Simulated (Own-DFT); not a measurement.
# Point defects and the pressure they add: C11b WSi2

Source: density functional calculations with Own-DFT, an unreviewed in-house program that is no longer used. Nothing was measured or relaxed, and spin and spin-orbit coupling are left out.

Settings: PBE; PseudoDojo norm-conserving scalar-relativistic files; cutoff 50 hartree; 5 x 5 x 5 k mesh centred on Gamma; cold (Marzari-Vanderbilt) smearing of 0.2 eV.

Keep in mind: forces on such cells failed a check on a denser k mesh; stress not checked against mesh or cutoff.

All runs share one cell, with vectors in Å (-2.148, -5.953, 3.409); (-6.444, 2.976, 1.136); (-2.553, -2.948, -6.757) and a volume of 403.2 Å³. Atoms were moved at random from their sites; u is the rms move along one axis. The defect's site can differ from row to row.

| cell | formula | u (Å) | P (GPa) |
|---|---|---|---|
| no defect | Si20W10 | 0.0173 | 4.45 |
| no defect | Si20W10 | 0.0455 | 6.07 |
| no defect | Si20W10 | 0.0487 | 6.07 |
| one Si on a W site | Si21W9 | 0.0273 | 6.16 |
| one Si on a W site | Si21W9 | 0.0505 | 7.56 |
| one Si on a W site | Si21W9 | 0.0564 | 7.71 |
| one W on a Si site | Si19W11 | 0.0287 | 10.08 |
| one W on a Si site | Si19W11 | 0.0316 | 10.01 |
| one W on a Si site | Si19W11 | 0.0523 | ? |
| one W on a Si site | Si19W11 | 0.0598 | 13.29 |
| one Si vacancy | Si19W10 | 0.0310 | 3.66 |
| one Si vacancy | Si19W10 | 0.0505 | 4.50 |
| one Si vacancy | Si19W10 | 0.0515 | 4.72 |
| one W vacancy | Si20W9 | 0.0274 | 3.36 |
| one W vacancy | Si20W9 | 0.0303 | 3.70 |
| one W vacancy | Si20W9 | 0.0441 | 3.79 |

## Working it out

P = P0 + c u² + a shift for each defect gives P0 = 4.17 GPa, c = 860 ± 105 GPa/Å² and a scatter of 0.38 GPa. The shifts, and each times the cell's volume:

- one W on a Si site: 5.41 ± 0.31 GPa, 13.6 eV
- one Si on a W site: 1.12 ± 0.32 GPa, 2.8 eV
- one W vacancy: -1.59 ± 0.31 GPa, -4.0 eV
- one Si vacancy: -1.64 ± 0.32 GPa, -4.1 eV

A positive shift means that the defect pushes the cell outwards. Shift times volume (160.2 GPa Å³ is 1 eV) depends little on the cell's size, so, taken for each site, it can be compared between cells at like pressure. The atoms around the defects weren't relaxed, which would change these numbers.

## The run left out

Asked: what pressure belongs in the blank (one W on a Si site, u = 0.0523 Å)?

The fit gives 11.93 ± 0.45 GPa. The run itself gave 11.18 GPa.
